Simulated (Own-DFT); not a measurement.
# Which defects push the lattice out? C40 NbSi2

Calculated, not measured: single-point runs of Own-DFT, a retired in-house plane-wave DFT program that no person has reviewed, on unrelaxed cells, without spin or spin-orbit coupling.

Common settings: PBE; PseudoDojo norm-conserving scalar-relativistic files; cutoff 42 hartree; 4 x 4 x 5 k mesh centred on Gamma; cold (Marzari-Vanderbilt) smearing of 0.2 eV.

Limits: forces on such cells failed a check on a denser k mesh; stress not checked against mesh or cutoff.

All runs share one cell, with vectors in Å (0.000, 8.324, 0.000); (-9.613, 0.000, 0.000); (0.000, 0.000, 6.586) and a volume of 527.0 Å³. u is the rms random offset of the atoms per axis. The defect's site can differ from row to row.

| cell | formula | u (Å) | P (GPa) |
|---|---|---|---|
| no defect | Nb12Si24 | 0.0199 | 1.52 |
| no defect | Nb12Si24 | 0.0427 | 2.43 |
| no defect | Nb12Si24 | 0.0520 | 2.59 |
| two Nb on a Si site each | Nb14Si22 | 0.0308 | 7.75 |
| two Nb on a Si site each | Nb14Si22 | 0.0331 | 7.30 |
| two Nb on a Si site each | Nb14Si22 | 0.0544 | 8.43 |
| two Nb vacancies | Nb10Si24 | 0.0316 | 0.00 |
| two Nb vacancies | Nb10Si24 | 0.0522 | 0.77 |
| two Nb vacancies | Nb10Si24 | 0.0539 | 0.94 |
| one Si vacancy | Nb12Si23 | 0.0325 | 1.08 |
| one Si vacancy | Nb12Si23 | 0.0501 | 1.91 |
| one Si vacancy | Nb12Si23 | 0.0508 | 1.89 |
| two Si on a Nb site each | Nb10Si26 | 0.0290 | 1.61 |
| two Si on a Nb site each | Nb10Si26 | 0.0323 | 1.67 |
| two Si on a Nb site each | Nb10Si26 | 0.0431 | 2.26 |
| two Si on a Nb site each | Nb10Si26 | 0.0458 | ? |

## What the rows give

P = P0 + c u² + a shift for each defect gives P0 = 1.37 GPa, c = 493 ± 50 GPa/Å² and a scatter of 0.15 GPa. The shifts, and each times the cell's volume:

- two Nb on a Si site each: 5.63 ± 0.13 GPa, 18.5 eV (9.3 eV for each of its 2 sites)
- two Si on a Nb site each: -0.14 ± 0.13 GPa, -0.5 eV (-0.2 eV for each of its 2 sites) (not resolved)
- one Si vacancy: -0.76 ± 0.13 GPa, -2.5 eV
- two Nb vacancies: -1.89 ± 0.13 GPa, -6.2 eV (-3.1 eV for each of its 2 sites)

Against the defect-free cell, a freed cell would be larger where the shift is positive and smaller where it is negative (160.2 GPa Å³ is 1 eV). The atoms around the defects weren't relaxed, which would change these numbers.

## Prediction

Question: what pressure belongs in the blank (two Si on a Nb site each, u = 0.0458 Å)?

The fitted form gives 2.26 ± 0.18 GPa. The run itself gave 2.20 GPa.
